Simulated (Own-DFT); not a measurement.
# Misfit strain and the stress it brings: diamond-structure SiGeSn with randomly placed atoms, 64 atoms (Ge52Si8Sn4)

No measurement is shown. These are fixed-geometry runs of a retired plane-wave code named Own-DFT, which no person has reviewed; spin and spin-orbit coupling are neglected.

All runs used: PBE; PseudoDojo norm-conserving scalar-relativistic files; cutoff 49 hartree; 3 x 3 x 3 k mesh centred on Gamma; Fermi-Dirac smearing of 0.1 eV.

Caveats: forces on such cells moved up to 12 meV/angstrom on a denser k mesh; stress not checked against mesh or cutoff.

Unstrained cell vectors in Å: (11.363, 0.000, 0.000); (0.000, 11.363, 0.000); (0.000, 0.000, 11.363). The unstrained cell has measured lattice constants (interpolated for alloys), not those of this functional. That, the random moves and any unrelaxed bonds set the pressure at no strain. Each run strains x and y alike by e, as a substrate would, and holds the height along z. Each coordinate of each atom was shifted by a normal deviate of width 0.05 Å. The random placing of the alloy's atoms differs from row to row. Stress is positive in tension.

| e (%) | u (Å) | (s_xx + s_yy)/2 (GPa) | s_zz (GPa) |
|---|---|---|---|
| -2.25 | 0.046 | -8.88 | -7.29 |
| -2.00 | 0.052 | -8.66 | -7.07 |
| -1.00 | 0.051 | -6.44 | -5.87 |
| -0.75 | 0.047 | -5.76 | -5.19 |
| -0.25 | 0.051 | -4.99 | -4.80 |
| 0.75 | 0.055 | -3.35 | -3.80 |
| 1.25 | 0.052 | -2.54 | -3.24 |
| 1.50 | 0.046 | -1.97 | -3.00 |
| 2.25 | 0.054 | ? | ? |
| 3.00 | 0.053 | -0.01 | -1.72 |

## What the rows give

With e as a fraction, the in-plane stress is -4.5 + 178 e - 901 e² GPa (errors 3 and 171, scatter 0.14), and s_zz is -4.5 + 111 e - 591 e² GPa (slope ± 3, scatter 0.12). At e = 0 the first slope is C11 + C12 and the second 2 C12, both with the ions held to the strained lattice and at the cell's own pressure. The term in e² is negative: the layer stiffens under compression and softens under tension. A free layer would change its height as e changes, and the in-plane slope would drop by 2 C12²/C11 to the biaxial modulus. At fixed height, a misfit of 1 % moves the in-plane stress by about 1.8 GPa and s_zz by 1.1 GPa.

## Test on the hidden row

Asked: what are the two stresses at e = 2.25 %?

The fitted form gives -1.0 and -2.3 GPa. Computed: -1.10 and -2.37 GPa.
